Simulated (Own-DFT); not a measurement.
# Strain and stress in diamond-structure SiGeSn with randomly placed atoms, 64 atoms (Ge40Si16Sn8)

Calculated results; nothing here was measured. The program, named Own-DFT, is a retired in-house plane-wave density functional code that no person has reviewed. Each row is one single-point run on a periodic cell that was not relaxed, without spin or spin-orbit coupling.

Settings of every run: PBE; PseudoDojo norm-conserving scalar-relativistic files; cutoff 49 hartree; 3 x 3 x 3 k mesh centred on Gamma; Fermi-Dirac smearing of 0.1 eV.

Known limits: forces on such cells moved up to 12 meV/angstrom on a denser k mesh; stress not checked against mesh or cutoff.

Unstrained cell vectors in Å: (11.410, 0.000, 0.000); (0.000, 11.410, 0.000); (0.000, 0.000, 11.410). The unstrained cell has measured lattice constants (interpolated for alloys), not those of this functional. That, the random moves and any unrelaxed bonds set the pressure at no strain. Each run strains this cell uniformly, with the atoms carried along. Every atom was also moved at random, by a Gaussian of width 0.05 Å on each axis. The random placing of the alloy's atoms differs from row to row. Strain is the symmetric tensor, in per cent. Stress is positive in tension, and the pressure is minus a third of its trace.

```
run  e_xx (%)  e_yy (%)  e_zz (%)  s_xx (GPa)  s_yy (GPa)  s_zz (GPa)  P (GPa)  E (meV/atom)
  1     -1.00     -1.00      0.00       -6.75       -6.52       -6.03     6.43          41.2
  2      1.25      1.25      0.00       -2.82       -2.59       -3.53     2.98          21.5
  3      0.75      0.75      0.00       -3.44       -3.43       -3.96     3.61          19.2
  4      1.00      1.00      0.00       -2.73       -2.87       -3.45     3.02           0.0
  5     -2.50     -2.50      0.00      -10.08       -9.96       -8.37     9.47          92.4
  6      2.50      2.50      0.00       -0.77       -0.72       -2.31     1.27           9.8
  7     -1.50     -1.50      0.00       -7.66       -7.86       -6.77     7.43          59.6
  8     -2.00     -2.00      0.00       -8.68       -8.80       -7.44     8.31          65.8
  9      1.50      1.50      0.00           ?           ?           ?        ?             ?
```

E is the free energy for each atom above the lowest run shown.

## Worked fit

The change of volume is close to e_xx + e_yy + e_zz. A straight line through the runs shown gives P = 5.03 - 83 x (fractional change of volume) GPa, with an error of 3 on the slope and a scatter of 0.30 GPa. The strain isn't the same on all axes, but the crystal is cubic, so the slope still estimates the bulk modulus, averaged over pressures from 1.3 to 9.5 GPa.

## Withheld run

Question: what pressure should run 9 give? Its volume changes by 3.02 %.

The line gives 2.5 GPa. The calculation gave 2.31 GPa.
